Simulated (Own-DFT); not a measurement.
# Strain and stress in grey tin, 32 atoms (Sn32)

All numbers below are calculated, not measured. They come from Own-DFT, an in-house plane-wave density functional program, since retired, whose code no person has reviewed. Each row is one single-point run on a periodic cell that was not relaxed, without spin or spin-orbit coupling.

Settings of every run: PBE; PseudoDojo norm-conserving scalar-relativistic files; cutoff 42 hartree; 3 x 3 x 5 k mesh centred on Gamma; cold (Marzari-Vanderbilt) smearing of 0.2 eV.

Known limits: forces on such cells failed a check on a denser k mesh; stress not checked against mesh or cutoff.

Unstrained cell vectors in Å: (12.978, 0.000, 0.000); (0.000, 12.978, 0.000); (0.000, 0.000, 6.489). The unstrained cell has measured lattice constants (interpolated for alloys), not those of this functional. That, the random moves and any unrelaxed bonds set the pressure at no strain. Each run strains this cell uniformly, with the atoms carried along. Every atom was also moved at random, by a Gaussian of width 0.05 Å on each axis. Strain is the symmetric tensor, in per cent. Stress is positive in tension, and the pressure is minus a third of its trace.

```
run,e_xx (%),e_yy (%),e_zz (%),s_xx (GPa),s_yy (GPa),s_zz (GPa),P (GPa),E (meV/atom)
1,0.75,0.75,0.00,-2.74,-2.78,-2.95,2.82,21.4
2,-1.00,-1.00,0.00,-4.80,-4.79,-4.52,4.70,53.2
3,1.25,1.25,0.00,-2.27,-2.30,-2.57,2.38,22.6
4,-2.50,-2.50,0.00,-6.74,-6.74,-5.97,6.48,82.7
5,2.50,2.50,0.00,-1.00,-0.95,-1.60,1.18,0.0
6,-1.50,-1.50,0.00,-5.39,-5.41,-4.85,5.22,57.0
7,-0.50,-0.50,0.00,-4.21,-4.27,-4.15,4.21,51.5
8,2.25,2.25,0.00,-1.24,-1.22,-1.86,1.44,8.0
9,0.25,0.25,0.00,?,?,?,?,?
```

E is the free energy for each atom above the lowest run shown.

## Worked fit

The change of volume is close to e_xx + e_yy + e_zz. A straight line through the runs shown gives P = 3.73 - 52 x (fractional change of volume) GPa, with an error of 1 on the slope and a scatter of 0.11 GPa. The strain isn't the same on all axes, but the crystal is cubic, so the slope still estimates the bulk modulus, averaged over pressures from 1.2 to 6.5 GPa.

## Withheld run

Question: what pressure should run 9 give? Its volume changes by 0.50 %.

The line gives 3.5 GPa. The calculation gave 3.32 GPa.
